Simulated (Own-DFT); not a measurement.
# Strain and stress in C40 NbSi2, 36 atoms (Nb12Si24)

These are calculations, not measurements. They come from Own-DFT, an in-house plane-wave density functional program, since retired, whose code no person has reviewed. Each row is one single-point run on a periodic cell that was not relaxed, without spin or spin-orbit coupling.

Settings of every run: PBE; PseudoDojo norm-conserving scalar-relativistic files; cutoff 42 hartree; 4 x 4 x 5 k mesh centred on Gamma; cold (Marzari-Vanderbilt) smearing of 0.2 eV.

Known limits: forces on such cells failed a check on a denser k mesh; stress not checked against mesh or cutoff.

Unstrained cell vectors in Å: (0.000, 8.324, 0.000); (-9.613, 0.000, 0.000); (0.000, 0.000, 6.586). The unstrained cell was taken from the Materials Project. The random moves and any unrelaxed bonds add to the pressure at no strain. Each run strains this cell uniformly, with the atoms carried along. Every atom was also moved at random, by a Gaussian of width 0.05 Å on each axis. Strain is the symmetric tensor, in per cent. Stress is positive in tension, and the pressure is minus a third of its trace.

| run | e_xx (%) | e_yy (%) | e_zz (%) | e_yz (%) | e_xz (%) | e_xy (%) | s_xx (GPa) | s_yy (GPa) | s_zz (GPa) | s_yz (GPa) | s_xz (GPa) | s_xy (GPa) | P (GPa) | E (meV/atom) |
|---|---|---|---|---|---|---|---|---|---|---|---|---|---|---|
| 1 | 1.92 | 0.20 | 1.14 | -1.17 | 1.09 | 1.12 | 4.49 | 1.00 | 2.51 | -3.49 | 3.46 | 3.26 | -2.67 | 12.1 |
| 2 | -2.00 | 0.76 | 0.04 | -0.33 | 0.76 | -1.43 | -10.20 | -0.98 | -4.65 | -1.43 | 2.22 | -4.52 | 5.28 | 20.5 |
| 3 | -1.91 | 0.39 | 1.37 | -0.42 | -1.27 | -0.22 | -8.32 | -1.31 | 0.53 | -1.23 | -3.68 | -1.25 | 3.03 | 18.4 |
| 4 | -0.73 | 0.88 | -0.24 | 0.82 | 1.11 | 0.48 | -4.68 | 0.06 | -5.82 | 1.84 | 3.82 | 0.81 | 3.48 | 21.2 |
| 5 | 0.30 | 1.87 | -0.98 | -1.71 | -1.37 | 1.10 | -0.66 | 3.77 | -6.95 | -5.50 | -4.27 | 3.38 | 1.28 | 12.4 |
| 6 | 0.66 | -0.29 | 1.21 | 0.33 | 0.79 | 1.48 | 0.16 | -1.22 | 2.14 | 0.65 | 2.42 | 4.33 | -0.36 | 0.0 |
| 7 | -1.81 | -0.12 | -0.65 | 0.22 | 1.52 | 1.73 | -10.84 | -4.75 | -8.42 | 1.02 | 4.85 | 6.17 | 8.00 | 30.6 |
| 8 | 0.07 | -0.54 | -1.68 | -0.37 | 1.81 | -1.64 | -3.58 | -5.65 | -12.92 | -0.11 | 6.71 | -5.00 | 7.38 | 23.8 |
| 9 | -1.87 | -1.44 | -1.41 | -1.95 | 0.76 | 0.78 | -12.86 | -10.92 | -14.10 | -7.20 | 2.45 | 2.77 | 12.62 | 48.1 |
| 10 | 1.30 | -0.36 | 1.37 | -0.11 | -1.59 | -0.41 | 3.13 | -1.41 | 2.85 | -0.65 | -4.15 | -0.74 | -1.53 | 1.1 |
| 11 | -1.38 | -1.31 | 1.84 | -0.38 | 1.35 | 0.87 | -6.89 | -6.83 | 2.65 | -0.76 | 3.60 | 2.96 | 3.69 | 8.9 |
| 12 | -1.50 | 0.17 | -1.24 | 1.90 | -1.85 | -1.92 | -10.54 | -3.56 | -12.86 | 6.56 | -5.49 | -6.22 | 8.99 | 57.6 |
| 13 | -0.71 | 1.56 | -1.15 | -0.79 | -0.80 | -1.01 | -4.62 | 1.82 | -8.97 | -2.64 | -2.85 | -2.54 | 3.92 | 18.9 |
| 14 | 1.94 | -1.33 | 1.30 | -0.82 | 0.14 | 1.19 | 4.13 | -4.82 | 2.78 | -2.67 | 0.66 | 3.28 | -0.70 | 9.3 |
| 15 | -0.55 | 0.03 | 0.45 | -0.97 | 0.23 | 1.39 | -4.08 | -2.14 | -2.03 | -3.62 | 0.34 | 4.16 | 2.75 | 5.2 |
| 16 | 1.19 | 0.84 | -0.07 | -1.57 | 1.93 | -1.32 | ? | ? | ? | ? | ? | ? | ? | ? |

E is the free energy for each atom above the lowest run shown.

## Worked fit

Each stress component was fitted by least squares to a constant and the strains of the runs shown, as fractions, with shears doubled. Shear strains stay in the fit of a normal stress only where such slopes are resolved. The slopes, in GPa:

```
stress,at no strain,per e_xx,per e_yy,per e_zz,scatter
s_xx,-2.9,375 ± 14,94 ± 20,89 ± 17,0.70
s_yy,-2.3,81 ± 6,377 ± 8,90 ± 7,0.30
s_zz,-4.3,83 ± 12,85 ± 17,492 ± 15,0.60
```

Each shear stress against twice its own strain: yz 164 ± 9, xz 155 ± 5, xy 156 ± 7 GPa. These are stiffnesses along x, y and z of the frame in which the cell vectors are given, which need not be the crystal's axes. The atoms are held to the strained lattice; where symmetry lets them move under strain, relaxing them would lower some slopes. The table should be nearly symmetric about its diagonal, and what it lacks of that shows the noise. A ninth of its sum, 196 ± 6 GPa, estimates the bulk modulus near the mean pressure of these runs, 3.7 GPa, so it lies above the value at zero pressure.

## Withheld run

Question: what normal stresses and pressure should run 16 give?

The fit gives s_xx = 2.3, s_yy = 1.7, s_zz = -3.0 and P = -0.4 GPa. The calculation gave 2.63, 1.27, -2.65 and P = -0.42 GPa.
